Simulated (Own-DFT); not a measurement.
# Point defects and the pressure they add: C11b WSi2

No measurement is shown. These are fixed-geometry runs of a retired plane-wave code named Own-DFT, which no person has reviewed; spin and spin-orbit coupling are neglected.

All runs used: PBE; PseudoDojo norm-conserving scalar-relativistic files; cutoff 50 hartree; 5 x 5 x 5 k mesh centred on Gamma; cold (Marzari-Vanderbilt) smearing of 0.2 eV.

Limits: forces on such cells failed a check on a denser k mesh; stress not checked against mesh or cutoff.

All runs share one cell, with vectors in Å (-2.148, -5.953, 3.409); (-6.444, 2.976, 1.136); (-2.553, -2.948, -6.757) and a volume of 403.2 Å³. Atoms were moved at random from their sites; u is the rms move along one axis. The defect's site can differ from row to row.

```
              cell  formula   u (Å)  P (GPa)
         no defect  Si20W10  0.0157     4.34
         no defect  Si20W10  0.0209     4.59
         no defect  Si20W10  0.0471     5.72
    one Si vacancy  Si19W10  0.0329     3.17
    one Si vacancy  Si19W10  0.0497     3.88
    one Si vacancy  Si19W10  0.0524     3.98
one Si on a W site   Si21W9  0.0291     5.91
one Si on a W site   Si21W9  0.0323     6.20
one Si on a W site   Si21W9  0.0468        ?
one Si on a W site   Si21W9  0.0519     7.38
one W on a Si site  Si19W11  0.0292    10.00
one W on a Si site  Si19W11  0.0298     9.86
one W on a Si site  Si19W11  0.0483    11.06
     one W vacancy   Si20W9  0.0276     3.52
     one W vacancy   Si20W9  0.0299     3.12
     one W vacancy   Si20W9  0.0488     4.27
```

## Fit

P = P0 + c u² + a shift for each defect gives P0 = 4.24 GPa, c = 663 ± 54 GPa/Å² and a scatter of 0.16 GPa. The shifts, and each times the cell's volume:

- one W on a Si site: 5.16 ± 0.13 GPa, 13.0 eV
- one Si on a W site: 1.24 ± 0.14 GPa, 3.1 eV
- one W vacancy: -1.50 ± 0.13 GPa, -3.8 eV
- one Si vacancy: -1.96 ± 0.15 GPa, -4.9 eV

Positive is outwards. The product with the volume (160.2 GPa Å³ to the eV) is nearly free of the cell's size; divided by the bulk modulus at the cell's pressure it gives the volume that the defect adds. The atoms around the defects weren't relaxed, which would change these numbers.

## Prediction

The question: what pressure belongs in the blank (one Si on a W site, u = 0.0468 Å)?

The fit gives 6.94 ± 0.19 GPa. The hidden result is 7.13 GPa.
